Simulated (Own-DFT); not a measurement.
Simulation results for GaAs (zincblende with one plane slipped along a stacking-fault path, atoms displaced), GaP (zincblende, strained, atoms displaced)

Computed with Own-DFT development build. A calculation, not a measurement: plane-wave PBE density functional theory by an unreviewed code, no spin, of a simulated periodic cell, stress positive in tension, free energy of the whole cell less one offset for each atom, forces on such cells passed a denser k mesh, this cell's mesh not checked; offsets are fitted by least squares, one for each functional and potential file, so energies compare only between cells with the same atoms and settings and are not formation energies; the far tail of each file's local potential was reset to the Coulomb form; each entry is a single point on an unrelaxed cell, so the pressure reflects the starting lattice, mostly measured values (interpolated for alloys), from which strain is counted, and rises with the displacements; printed positions are rounded, which can move forces by about a meV/angstrom; the program, named Own-DFT, is a retired in-house code; no spin-orbit coupling.

Common to all runs: functional PBE; potential files PseudoDojo norm-conserving, scalar-relativistic, standard set; wave cutoff 42 hartree; occupations Fermi-Dirac; smearing width 0.1 eV.

(1) GaAs (zincblende with one plane slipped along a stacking-fault path, atoms displaced)

```
GaAs
1.0
      5.6533    -5.6533     0.0000
      0.0000     5.6533    -5.6533
     12.2488    12.2488     9.4222
Ga As Ga As Ga As Ga As Ga As Ga As Ga As Ga As Ga As Ga As Ga As Ga As Ga As Ga As Ga As Ga As Ga As Ga As Ga As Ga As Ga As Ga As Ga As Ga As
1 1 1 1 1 1 1 1 1 1 1 1 1 1 1 1 1 1 1 1 1 1 1 1 1 1 1 1 1 1 1 1 1 1 1 1 1 1 1 1 1 1 1 1 1 1 1 1
Direct
  0.99783 0.99988 0.00108
  0.98524 0.96135 0.12548
  0.14347 0.28196 0.16589
  0.11056 0.22642 0.29118
  0.27539 0.05268 0.33360
  0.26675 0.02193 0.45669
  0.08221 0.16853 0.49844
  0.05849 0.11951 0.62396
  0.21136 0.44169 0.66801
  0.19929 0.39484 0.79079
  0.35799 0.21692 0.83374
  0.33625 0.18377 0.95799
  0.99810 0.49138 0.00154
  0.98447 0.46352 0.12209
  0.14198 0.77200 0.16500
  0.12500 0.74493 0.29203
  0.26454 0.54939 0.33539
  0.26122 0.51490 0.45904
  0.08858 0.67201 0.49867
  0.06422 0.63256 0.62517
  0.22164 0.94657 0.66760
  0.20358 0.90156 0.79439
  0.36749 0.72840 0.83202
  0.34104 0.67981 0.95703
  0.50342 0.00382 0.00184
  0.48224 0.95782 0.12648
  0.64148 0.28356 0.16474
  0.61874 0.23995 0.29502
  0.77040 0.05436 0.33471
  0.76069 0.01257 0.45716
  0.58629 0.17242 0.49967
  0.55338 0.12092 0.62520
  0.73003 0.44590 0.66808
  0.70382 0.39702 0.79094
  0.86116 0.22629 0.83319
  0.83944 0.17595 0.95890
  0.49311 0.49613 0.00197
  0.49165 0.46952 0.12532
  0.63237 0.77255 0.16926
  0.61989 0.73604 0.29106
  0.77338 0.55609 0.33292
  0.74652 0.50380 0.45658
  0.57703 0.66493 0.49752
  0.56513 0.62597 0.62445
  0.72154 0.95114 0.66965
  0.70118 0.89826 0.79314
  0.85986 0.71902 0.83624
  0.84189 0.68028 0.95860
```

Here we set k mesh 4 x 4 x 2 centred on Gamma.

The calculation gives: free energy of cell above offsets -18.974 eV; pressure 3.62 GPa; stress xx -3.75 GPa; stress yy -3.39 GPa; stress zz -3.73 GPa; stress yz 0.01 GPa; stress xz -0.49 GPa; stress xy -0.34 GPa.

Force:
```tsv
element	x (eV/Å)	y (eV/Å)	z (eV/Å)
Ga	0.079	-0.23	0.202
As	-0.223	0.173	0.353
Ga	0.14	-0.093	0.002
As	0.123	0.312	-0.39
Ga	0.223	0.133	-0.533
As	-0.283	0.395	0.477
Ga	0.318	-0.223	0.237
As	0.092	0.422	-0.265
Ga	0.157	-0.817	-0.361
As	0.384	0.537	-0.292
Ga	0.306	-0.077	-0.32
As	0.328	-0.269	0.38
Ga	-0.348	-0.349	-0.869
As	0.202	0.205	0.867
Ga	0.252	0.659	-0.318
As	-0.877	-0.316	0.533
Ga	0.134	-0.772	-0.254
As	-0.694	0.397	0.118
Ga	-0.39	0.239	0.11
As	-0.099	-0.359	0.123
Ga	0.081	0.405	0.249
As	-0.642	-0.118	-0.085
Ga	-0.291	-0.183	0.743
As	0.114	0.414	-0.011
Ga	-0.549	-0.04	0.099
As	-0.049	0.085	-0.253
Ga	0.579	0.094	0.568
As	-0.812	-0.648	-0.378
Ga	-0.086	-0.493	-0.16
As	-0.094	0.57	0.166
Ga	0.157	-0.452	0.764
As	0.6	-0.15	-0.455
Ga	-0.766	0.052	-0.148
As	-0.094	0.881	-0.203
Ga	0.247	-0.402	0.554
As	-0.164	0.08	-0.256
Ga	0.155	-0.322	-0.586
As	-0.733	0.048	0.586
Ga	0.625	-0.252	-0.866
As	-0.303	0.829	0.393
Ga	0.467	-0.281	-0.333
As	0.972	0.327	-0.88
Ga	1.044	-0.113	0.159
As	-0.065	0.414	0.203
Ga	-0.478	-0.575	0.186
As	0.369	0.035	-0.384
Ga	-0.199	-0.471	-0.04
As	0.093	0.299	0.57
```

(2) GaAs (zincblende with one plane slipped along a stacking-fault path, atoms displaced)

```
GaAs
1.0
      5.6533    -5.6533     0.0000
      0.0000     5.6533    -5.6533
     12.2488    12.2488     9.4222
Ga As Ga As Ga As Ga As Ga As Ga As Ga As Ga As Ga As Ga As Ga As Ga As Ga As Ga As Ga As Ga As Ga As Ga As Ga As Ga As Ga As Ga As Ga As Ga As
1 1 1 1 1 1 1 1 1 1 1 1 1 1 1 1 1 1 1 1 1 1 1 1 1 1 1 1 1 1 1 1 1 1 1 1 1 1 1 1 1 1 1 1 1 1 1 1
Direct
  0.00039 0.00208 0.99932
  0.97857 0.95695 0.12426
  0.13201 0.27466 0.16626
  0.11917 0.23261 0.29024
  0.28096 0.05600 0.32926
  0.26205 0.01462 0.45917
  0.08939 0.16939 0.50242
  0.06643 0.13037 0.62526
  0.21620 0.43528 0.66992
  0.20289 0.40131 0.79192
  0.35308 0.22715 0.83199
  0.34367 0.17743 0.95935
  0.00329 0.50126 0.99807
  0.97278 0.45083 0.12816
  0.14407 0.78239 0.16640
  0.12418 0.73461 0.28953
  0.28153 0.55924 0.33291
  0.25387 0.51141 0.45937
  0.08062 0.66347 0.50015
  0.06824 0.62741 0.62590
  0.21510 0.94680 0.66633
  0.19332 0.89922 0.79208
  0.36062 0.72226 0.83416
  0.34237 0.68383 0.95733
  0.50098 0.99847 0.00161
  0.47189 0.95972 0.12314
  0.63351 0.27694 0.16904
  0.61501 0.23423 0.29214
  0.78558 0.06084 0.33282
  0.75295 0.01287 0.45995
  0.58621 0.17135 0.50064
  0.55830 0.12876 0.62416
  0.71374 0.43919 0.66522
  0.70359 0.40277 0.79067
  0.85704 0.22339 0.83420
  0.83483 0.17488 0.95977
  0.49823 0.50064 0.00157
  0.47470 0.45450 0.12251
  0.64995 0.78941 0.16457
  0.61580 0.73307 0.28994
  0.77650 0.55759 0.33266
  0.76401 0.51634 0.45900
  0.57465 0.66918 0.49831
  0.56348 0.62828 0.62345
  0.73043 0.94800 0.66693
  0.69924 0.90370 0.79350
  0.86785 0.72122 0.83235
  0.84082 0.67949 0.95664
```

Settings of this run: k mesh 4 x 4 x 2 centred on Gamma.

The calculation gives: free energy of cell above offsets -19.040 eV; pressure 3.63 GPa; stress xx -3.72 GPa; stress yy -3.51 GPa; stress zz -3.67 GPa; stress yz -0.28 GPa; stress xz -0.21 GPa; stress xy 0.14 GPa.

Force:
```tsv
element	x (eV/Å)	y (eV/Å)	z (eV/Å)
Ga	0.025	-0.38	0.14
As	0.29	-0.296	-0.264
Ga	0.24	-0.281	-0.097
As	0.284	0.22	-0.34
Ga	0.176	0.519	0.696
As	-0.515	-0.109	-0.193
Ga	-0.653	-0.405	0.09
As	-0.218	0.102	0.235
Ga	0.278	-0.082	-1.015
As	-0.347	0.979	-0.175
Ga	0.91	-0.728	0.751
As	-0.383	0.208	-0.467
Ga	0.132	0.43	0.457
As	-0.316	-0.074	-0.881
Ga	-0.607	-0.073	0.499
As	-0.242	0.59	0.122
Ga	-0.093	-0.192	0.511
As	-0.414	-0.172	-0.238
Ga	0.615	0.143	-0.239
As	-0.437	0.185	0.367
Ga	0.446	-0.347	0.297
As	0.655	-0.521	-0.675
Ga	-0.287	-0.083	-0.236
As	0.157	0.031	0.324
Ga	-0.376	-0.095	-0.144
As	0.968	-0.218	0.142
Ga	-0.299	-0.231	-0.181
As	0.467	-0.21	-0.203
Ga	-0.306	0.142	0.509
As	0.344	-0.34	-0.481
Ga	-0.125	-0.07	-0.032
As	0.23	-0.322	0.729
Ga	0.611	-0.014	-0.521
As	-0.475	0.379	0.034
Ga	0.208	-0.225	0.147
As	0.194	-0.12	-0.495
Ga	-0.324	-0.668	-0.279
As	0.69	0.823	0.067
Ga	-0.91	0.259	0.686
As	0.344	0.136	-0.475
Ga	0.293	-0.237	0.039
As	-0.779	0.466	-0.215
Ga	0.556	-0.51	0.233
As	-0.026	0.367	0.292
Ga	-0.462	0.537	0.143
As	0.048	-0.517	-0.06
Ga	-0.683	0.681	0.262
As	0.118	0.317	0.135
```

(3) GaP (zincblende, strained, atoms displaced)

```
GaP
1.0
     10.7145    -0.0818    -0.1750
     -0.0818    10.7492    -0.0579
     -0.1750    -0.0579    10.9487
Ga P Ga P Ga P Ga P Ga P Ga P Ga P Ga P
4 4 4 4 4 4 4 4 4 4 4 4 4 4 4 4
Direct
  0.99845 0.00177 0.99127
  0.99940 0.25384 0.24833
  0.24843 0.99751 0.26124
  0.25791 0.25301 0.00773
  0.13408 0.12631 0.11882
  0.12415 0.36562 0.37086
  0.37670 0.12932 0.37529
  0.37103 0.37875 0.13338
  0.99494 0.00239 0.49621
  0.99882 0.24848 0.75053
  0.24746 0.99892 0.75265
  0.25520 0.25095 0.50482
  0.13288 0.11812 0.62827
  0.12585 0.37949 0.88037
  0.38046 0.12624 0.87405
  0.37162 0.37139 0.62535
  0.00078 0.49710 0.00553
  0.00362 0.75339 0.25079
  0.25454 0.49686 0.25118
  0.25332 0.75870 0.00220
  0.12135 0.62934 0.12894
  0.12797 0.87720 0.37555
  0.37777 0.62392 0.36686
  0.37057 0.87146 0.11322
  0.99550 0.49860 0.50749
  0.99461 0.74414 0.75406
  0.25262 0.49694 0.75500
  0.24581 0.74339 0.50396
  0.12047 0.61859 0.62251
  0.12600 0.87864 0.87570
  0.37165 0.62309 0.87749
  0.37306 0.87388 0.62421
  0.50554 0.00013 0.99553
  0.50603 0.24850 0.24946
  0.74886 0.99804 0.25086
  0.74768 0.25651 0.99910
  0.62188 0.12708 0.12861
  0.61515 0.36984 0.37845
  0.87203 0.12232 0.37857
  0.87227 0.36899 0.12975
  0.49767 0.00268 0.49724
  0.49997 0.24852 0.75324
  0.74366 0.00147 0.74531
  0.75213 0.24082 0.50267
  0.62555 0.12804 0.62936
  0.62255 0.38097 0.88440
  0.87280 0.12536 0.88006
  0.87164 0.37897 0.61814
  0.50580 0.49459 0.00482
  0.49602 0.74694 0.25634
  0.74967 0.49432 0.24809
  0.75566 0.74925 0.99879
  0.62838 0.63113 0.11515
  0.62032 0.87711 0.37419
  0.86904 0.62848 0.37071
  0.87974 0.87266 0.12309
  0.50238 0.49886 0.50161
  0.50164 0.75503 0.74935
  0.75325 0.50394 0.75322
  0.74561 0.74690 0.49990
  0.62321 0.63170 0.62952
  0.62946 0.87276 0.87335
  0.87519 0.61971 0.87820
  0.87817 0.87454 0.63442
```

Here we set hardware one NVIDIA H100 and k mesh 3 x 3 x 3 centred on Gamma.

Results for GaP (zincblende, strained, atoms displaced): free energy of cell above offsets -31.781 eV; pressure 6 GPa; stress xx -6.64 GPa; stress yy -6.41 GPa; stress zz -4.95 GPa; stress yz -1.67 GPa; stress xz -3.06 GPa; stress xy -2.05 GPa; wall time 497.5 s.

Force:
```tsv
element	x (eV/Å)	y (eV/Å)	z (eV/Å)
Ga	0.507	-0.264	1.069
Ga	0.056	-1.857	-0.455
Ga	0.563	0.342	-1.784
Ga	-0.324	-0.275	-1.256
P	-1.057	-0.458	1.062
P	0.592	1.584	1.464
P	0.054	0.09	0.051
P	1.741	-0.239	-0.541
Ga	0.764	-0.861	0.955
Ga	0.209	0.032	-0.13
Ga	0.815	-0.509	0.107
Ga	-1.132	-1.044	-0.928
P	-1.168	1.218	-0.663
P	0.052	-0.726	-0.11
P	-0.572	0.053	0.461
P	1.136	1.258	0.852
Ga	-0.173	-0.085	0.159
Ga	-0.497	-0.42	0.151
Ga	-1.667	0.264	0.059
Ga	-1.952	-2.385	-1.538
P	0.934	-0.247	-0.191
P	-0.613	-0.375	1.019
P	-0.505	-0.166	2.047
P	2.185	2.131	2.992
Ga	0.006	-0.168	-2.308
Ga	0.877	-0.018	-0.028
Ga	-0.546	-0.066	-0.625
Ga	0.291	-0.026	-0.645
P	0.753	0.748	1.265
P	-0.354	-0.674	-0.235
P	0.919	0.662	0.239
P	0.098	0.449	0.114
Ga	-0.338	-0.468	0.195
Ga	-1.422	-0.193	-0.27
Ga	-0.029	-0.403	-0.534
Ga	-0.103	-1.186	0.182
P	0.875	-0.186	-0.602
P	1.872	0.644	0.38
P	0.321	0.652	-0.875
P	0.27	0.972	-0.384
Ga	-0.041	-0.252	0.387
Ga	0.178	0.478	-0.157
Ga	0.803	-0.454	0.704
Ga	-0.696	0.659	-0.383
P	-0.525	0.048	-0.489
P	0.545	-0.492	-1.735
P	-0.645	0.672	-0.917
P	-0.252	-0.747	1.506
Ga	-1.559	0.839	0.301
Ga	0.497	0.564	-2.002
Ga	-0.849	0.329	0.073
Ga	-0.101	0.015	-0.398
P	-0.208	-0.337	1.715
P	0.441	0.069	0.404
P	0.715	-0.204	0.599
P	-0.1	1.053	0.232
Ga	-0.577	0.177	0.187
Ga	-0.939	-0.669	0.321
Ga	-0.931	-0.745	-0.682
Ga	0.38	0.559	0.053
P	0.217	-0.774	-0.166
P	0.174	0.6	0.392
P	0.604	0.533	0.545
P	-0.572	0.277	-1.211
```

(4) GaP (zincblende, strained, atoms displaced)

```
GaP
1.0
     10.9516     0.1843     0.1834
      0.1843    10.9893    -0.1618
      0.1834    -0.1618    10.6898
Ga P Ga P Ga P Ga P Ga P Ga P Ga P Ga P
4 4 4 4 4 4 4 4 4 4 4 4 4 4 4 4
Direct
  0.99825 0.00107 0.99870
  0.98980 0.24928 0.25071
  0.25179 0.99920 0.24860
  0.24777 0.24554 0.99527
  0.11670 0.13143 0.12176
  0.12291 0.37090 0.37217
  0.37325 0.11994 0.37012
  0.36626 0.37153 0.12093
  0.99683 0.99817 0.49951
  0.98750 0.24988 0.75359
  0.25273 0.99735 0.76207
  0.24467 0.25253 0.50179
  0.11961 0.12332 0.62869
  0.12572 0.37448 0.87758
  0.37747 0.13008 0.87584
  0.37625 0.37829 0.62062
  0.00201 0.50123 0.00688
  0.99815 0.75108 0.24857
  0.24756 0.50802 0.24235
  0.23887 0.75258 0.99974
  0.13290 0.61899 0.11991
  0.12358 0.87464 0.37174
  0.36535 0.63125 0.38601
  0.36509 0.87356 0.12989
  0.99412 0.49664 0.50079
  0.00804 0.74872 0.74857
  0.24986 0.50100 0.74574
  0.23967 0.75306 0.50230
  0.12574 0.62426 0.62038
  0.12271 0.87482 0.86657
  0.37637 0.63033 0.88322
  0.37501 0.87675 0.61692
  0.49084 0.00284 0.00527
  0.49652 0.25301 0.25132
  0.74944 0.99697 0.24842
  0.74959 0.24941 0.00126
  0.62520 0.12685 0.11315
  0.62661 0.36559 0.37119
  0.87884 0.12510 0.36795
  0.87433 0.37243 0.12216
  0.49678 0.00165 0.50088
  0.50148 0.25082 0.75074
  0.74269 0.00119 0.75823
  0.74742 0.24857 0.50725
  0.62197 0.12094 0.62564
  0.63056 0.37388 0.87011
  0.86748 0.12434 0.87461
  0.87568 0.37917 0.61726
  0.49819 0.50143 0.99979
  0.49778 0.75763 0.24203
  0.75901 0.50680 0.24733
  0.74779 0.75151 0.00338
  0.62855 0.62025 0.12196
  0.63146 0.87155 0.37839
  0.87213 0.62525 0.36938
  0.87758 0.87575 0.13038
  0.50130 0.49970 0.49877
  0.50262 0.75015 0.74937
  0.74827 0.49845 0.75066
  0.74084 0.73924 0.49635
  0.61879 0.62312 0.63348
  0.63047 0.87539 0.86800
  0.87245 0.62916 0.87294
  0.87515 0.87284 0.62158
```

Here we set hardware one NVIDIA H100 and k mesh 3 x 3 x 3 centred on Gamma.

It finds free energy of cell above offsets -32.295 eV; pressure 3.94 GPa; stress xx -3.48 GPa; stress yy -3.35 GPa; stress zz -4.98 GPa; stress yz -2.22 GPa; stress xz 3.03 GPa; stress xy 2.32 GPa; wall time 544.6 s.

Force:
```tsv
element	x (eV/Å)	y (eV/Å)	z (eV/Å)
Ga	-0.263	0.169	0.151
Ga	0.602	0.897	0.093
Ga	-1.649	1.152	0.63
Ga	-0.779	0.716	0.692
P	1.005	-1.11	-0.11
P	0.054	0.481	-0.535
P	0.214	0.625	0.438
P	1.061	0.148	0.041
Ga	-0.087	0.436	0.159
Ga	0.713	0.491	-0.124
Ga	0.165	0.771	-1.23
Ga	0.079	-0.399	0.149
P	0.533	-0.167	-0.025
P	-0.255	-0.1	-0.952
P	0.254	-0.984	-0.488
P	0.204	-0.905	0.114
Ga	-0.662	0.063	-0.75
Ga	0.552	-0.315	0.13
Ga	0.647	-0.842	1.849
Ga	0.402	0.415	-0.072
P	-1.592	1.209	0.086
P	0.093	-0.071	-0.192
P	1.493	-0.929	-1.882
P	0.925	-0.439	-1.791
Ga	0.759	0.865	-0.809
Ga	-1.52	0.131	-0.189
Ga	-0.087	0.329	0.899
Ga	-0.06	0.899	0.298
P	-0.179	-0.78	-0.002
P	0.184	-0.089	1.081
P	-0.11	-0.264	-1.188
P	-0.217	-0.5	1.017
Ga	0.471	-0.54	-0.479
Ga	-0.257	-0.365	-0.519
Ga	-0.585	1.035	0.467
Ga	-0.294	0.785	-0.09
P	-0.328	-0.612	1.415
P	0.428	1.115	0.087
P	-1.065	-0.654	1.023
P	0.207	0.13	-0.151
Ga	0.198	0.018	-0.453
Ga	-0.332	0.632	-0.184
Ga	0.894	0.206	-1.309
Ga	0.14	-0.215	-0.659
P	0.383	-0.056	-0.118
P	-0.554	-0.197	0.527
P	0.712	-0.461	-0.106
P	-0.621	-0.926	1.005
Ga	-0.016	-0.519	0.174
Ga	0.243	-0.824	1.309
Ga	-1.245	-0.978	0.088
Ga	0.09	0.455	-0.022
P	-0.509	0.367	0.177
P	-0.984	0.419	-0.847
P	1.112	-0.171	0.548
P	0.121	-0.503	-1.402
Ga	-0.148	0.241	-0.23
Ga	-1.284	1.098	0.706
Ga	0.323	0.593	0.011
Ga	0.388	0.584	1.198
P	1.02	-1.024	-1.483
P	-1.392	-0.549	1.507
P	0.862	-0.649	0.088
P	-0.454	-0.336	0.231
```

(5) GaP (zincblende, strained, atoms displaced)

```
GaP
1.0
     10.8096     0.0379     0.0026
      0.0379    10.6926     0.1255
      0.0026     0.1255    10.7609
Ga P Ga P Ga P Ga P Ga P Ga P Ga P Ga P
4 4 4 4 4 4 4 4 4 4 4 4 4 4 4 4
Direct
  0.00165 0.99707 0.00365
  0.99308 0.24549 0.24413
  0.24914 0.99479 0.24784
  0.25912 0.25237 0.00017
  0.11942 0.12447 0.12396
  0.13147 0.37769 0.37742
  0.38180 0.12175 0.37097
  0.37190 0.36873 0.12723
  0.00056 0.99455 0.49188
  0.99951 0.23358 0.75616
  0.24649 0.00397 0.75642
  0.25214 0.25099 0.50699
  0.12811 0.12564 0.63042
  0.11640 0.37579 0.87223
  0.37635 0.12707 0.88033
  0.38124 0.36739 0.61723
  0.99737 0.49650 0.99634
  0.99806 0.74575 0.24972
  0.25161 0.49588 0.25426
  0.24876 0.75608 0.99598
  0.12365 0.62512 0.12698
  0.12859 0.86603 0.37427
  0.37770 0.63104 0.36703
  0.36853 0.88264 0.13034
  0.99193 0.50364 0.49905
  0.99746 0.75033 0.74773
  0.24976 0.49608 0.74747
  0.24609 0.74976 0.50645
  0.11916 0.62545 0.62331
  0.12570 0.88470 0.86476
  0.37132 0.62660 0.88246
  0.37481 0.87450 0.63230
  0.50960 0.99510 0.00400
  0.50153 0.25028 0.25017
  0.75370 0.99251 0.25375
  0.74968 0.24825 0.00134
  0.62321 0.12700 0.12576
  0.62819 0.37360 0.36369
  0.87502 0.11814 0.37010
  0.87341 0.38140 0.11272
  0.49412 0.00781 0.49852
  0.50222 0.25257 0.74725
  0.74825 0.00188 0.75131
  0.74763 0.25355 0.50183
  0.62411 0.12636 0.62782
  0.62366 0.36518 0.86333
  0.87221 0.13119 0.87261
  0.87789 0.37173 0.62145
  0.49650 0.49879 0.00549
  0.50513 0.74869 0.25450
  0.75588 0.49593 0.25160
  0.75572 0.74480 0.99761
  0.62390 0.62512 0.13050
  0.62735 0.87532 0.37403
  0.88014 0.62707 0.37929
  0.87296 0.88593 0.12641
  0.50183 0.50213 0.50864
  0.49148 0.75388 0.74681
  0.75088 0.50699 0.74381
  0.75693 0.74661 0.50854
  0.61404 0.62081 0.63300
  0.63067 0.87827 0.87455
  0.88076 0.63041 0.88268
  0.87023 0.87056 0.62242
```

It was run with hardware one NVIDIA H100 and k mesh 3 x 3 x 3 centred on Gamma.

The calculation gives: free energy of cell above offsets -30.717 eV; pressure 7.5 GPa; stress xx -7.21 GPa; stress yy -7.88 GPa; stress zz -7.42 GPa; stress yz 2.24 GPa; stress xz 0.7 GPa; stress xy 0.05 GPa; wall time 493.8 s.

Force:
```tsv
element	x (eV/Å)	y (eV/Å)	z (eV/Å)
Ga	0.056	0.627	-1.009
Ga	0.572	0.941	0.309
Ga	-0.741	1.284	0.915
Ga	-1.654	-0.24	-0.218
P	1.016	0.242	-0.122
P	-1.607	-0.753	0.171
P	-2.024	0.814	-0.177
P	0.284	0.925	0.309
Ga	0.548	0.057	0.705
Ga	0.732	2.027	-1.056
Ga	1.87	0.716	-0.615
Ga	-0.096	-0.694	-1.18
P	-0.654	-0.54	-1.279
P	1.024	-0.76	-0.065
P	0.559	-0.522	-0.668
P	-0.718	1.043	1
Ga	1.385	0.857	0.293
Ga	0.238	0.775	-0.425
Ga	0.362	0.749	-0.587
Ga	-0.379	0.216	0.671
P	0.081	-0.34	-0.653
P	-0.539	0.682	-0.221
P	-0.701	-1.007	1.791
P	1.541	-1.576	-1.3
Ga	1.659	-1.085	0.329
Ga	0.529	0.337	0.255
Ga	0.186	0.141	0.025
Ga	1.093	-0.246	-0.24
P	0.217	-0.535	0.39
P	-1.441	-1.668	1.482
P	0.079	-0.338	-0.946
P	-1.2	1.311	-1.428
Ga	-0.825	0.403	0.001
Ga	0.119	-0.167	-0.227
Ga	-0.91	1.156	-0.235
Ga	-0.421	0.315	-0.348
P	0.657	-0.519	0.373
P	-0.555	0.266	1.614
P	-0.473	0.996	0.843
P	-0.49	-1.048	1.396
Ga	1.314	-1.336	0.917
Ga	-0.693	-1.129	0.162
Ga	0.688	0.139	-0.352
Ga	0.271	-0.532	-0.572
P	-0.188	-0.251	-0.72
P	0.681	1.942	1.64
P	-0.665	-1.894	1.252
P	-0.199	0.053	0.762
Ga	0.775	-0.422	-0.459
Ga	-0.073	1.09	-0.736
Ga	0.321	0.872	-0.322
Ga	-0.812	1.012	1.128
P	0.473	-0.227	-0.75
P	-0.319	-0.398	1.194
P	-1.604	0.026	-0.897
P	0.264	-2.158	-0.476
Ga	-0.149	-0.213	-2.132
Ga	1.186	-0.687	1.77
Ga	0.692	-0.995	1.039
Ga	-1.714	-0.526	-0.878
P	0.937	1.33	-0.579
P	-0.741	-1.189	0.001
P	-0.468	-0.704	-1.6
P	0.641	1.355	0.731
```
